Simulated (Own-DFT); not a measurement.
# What a change of functional does to the pressure

These are calculations, not measurements. The program, named Own-DFT, is a retired in-house plane-wave density functional code that no person has reviewed. Each row is one single-point run on a periodic cell that was not relaxed, without spin or spin-orbit coupling.

Known limits, some of them of some rows only: forces on such cells failed a check on a denser k mesh; forces on such cells passed a denser k mesh, each cell not checked; stress not checked against mesh or cutoff.

Each cell was run twice at the same cutoff, k mesh and smearing, with PBE and with PBEsol, on PseudoDojo norm-conserving files made for PBE. Atoms were moved at random from their sites; u is the rms move along one axis. Files made for PBEsol would give a somewhat different change.

```
cell,atoms,volume (Å³/atom),u (Å),cutoff (hartree),P with PBE (GPa),P with PBEsol (GPa),change (GPa)
D0_22 TiAl3 (Al30Ti10),40,15.68,0.054,42,2.42,0.52,-1.90
D0_22 TiAl3 (Al30Ti10),40,15.63,0.019,42,1.96,0.05,-1.90
D0_22 TiAl3 (Al30Ti10),40,15.63,0.021,42,1.99,0.09,-1.90
L1_0 TiAl (Al16Ti16),32,16.06,0.147,42,6.88,4.03,-2.85
L1_0 TiAl (Al16Ti16),32,15.84,0.047,42,3.69,0.77,-2.91
L1_0 TiAl (Al16Ti16),32,16.34,0.053,42,-0.19,-2.96,-2.77
beta-Si3N4 (N24Si18),42,10.47,0.053,42,6.93,4.53,-2.40
beta-Si3N4 (N24Si18),42,10.50,0.053,42,6.06,3.65,-2.41
beta-Si3N4 (N24Si18),42,10.41,0.017,42,5.41,3.00,-2.41
wurtzite AlGaN with randomly placed atoms (Al9Ga27N36),72,10.51,0.049,42,22.43,17.01,-5.42
wurtzite AlGaN with randomly placed atoms (Al9Ga27N36),72,11.56,0.047,42,0.53,-4.10,-4.63
wurtzite AlGaN with randomly placed atoms (Al9Ga27N36),72,11.68,0.051,42,-0.67,?,?
```

## Worked reading

Mean change of pressure by composition, in GPa: AlGa3N4, -5.03; AlTi, -2.84; N4Si3, -2.40; Al3Ti, -1.90. At a fixed cell PBEsol gives the lower pressure, because it favours a smaller volume than PBE. Here the change varies more between materials than between cells of one material.

## Withheld value

Question: what PBEsol pressure should the Al9Ga27N36 cell with the blank give?

Adding the mean change of the cells with its composition, -5.03 GPa, to -0.67 gives -5.7 GPa. The calculation gave -5.21 GPa.
